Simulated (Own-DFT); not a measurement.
# What random displacements cost in beta-Si3N4, 42 atoms (N24Si18)

All numbers below are calculated, not measured. They come from Own-DFT, an in-house plane-wave density functional program, since retired, whose code no person has reviewed. Each row is one single-point run on a periodic cell that was not relaxed, without spin or spin-orbit coupling.

Settings of every run: PBE; PseudoDojo norm-conserving scalar-relativistic files; cutoff 42 hartree; 3 x 3 x 3 k mesh centred on Gamma; Fermi-Dirac smearing of 0.1 eV.

Known limits, some of them of some rows only: some atoms lie very close together; forces on such cells passed a denser k mesh, each cell not checked; stress not checked against mesh or cutoff.

Cell vectors in Å: (7.606, 0.000, 0.000); (-3.803, 6.587, 0.000); (0.000, 0.000, 8.727). In each run every atom was moved at random and independently from its ideal site; u is the rms move along one axis. E is the free energy for each atom above the fitted value at u = 0, and F the rms of the force components.

| run | u (Å) | E (meV/atom) | F (eV/Å) | largest force (eV/Å) | P (GPa) |
|---|---|---|---|---|---|
| 1 | 0.0202 | 19.0 | 0.873 | 3.80 | 5.49 |
| 2 | 0.0210 | 18.9 | 0.900 | 2.55 | 5.53 |
| 3 | 0.0490 | 119.9 | 2.226 | 8.08 | 8.53 |
| 4 | 0.0499 | 117.3 | 2.068 | 8.39 | 8.08 |
| 5 | 0.0968 | ? | ? | ? | ? |
| 6 | 0.1021 | 448.6 | 4.048 | 15.18 | 17.14 |
| 7 | 0.1405 | 1012.9 | 8.157 | 41.92 | 33.88 |

## Worked fit

For small independent moves the energy grows as E = (3/2) K u², with K the mean stiffness felt by one atom. The runs with u up to 0.11 Å give K = 30.7 ± 1.4 eV/Å², with residuals divided by u² + 0.0006 Å², since the noise grows with the moves. The scatter is 8.0 meV/atom at u = 0.05 Å. The forces follow F = G u with G = 42.6 eV/Å²; no force at u = 0 is resolved. G exceeds K because the moves of its neighbours add to the force on an atom, and stiffness differs between atoms. At u = 0.140 Å the parabola gives 909 meV/atom and the run 1013. The pressure follows P = 5.22 + 1153 u² GPa: at fixed volume, shortened bonds push harder than stretched ones pull.

## Withheld run

Question: what energy and rms force should run 5 give?

The fit gives 431 ± 32 meV/atom and about 4.12 eV/Å. The calculation gave 414.3 meV/atom and 4.029 eV/Å.
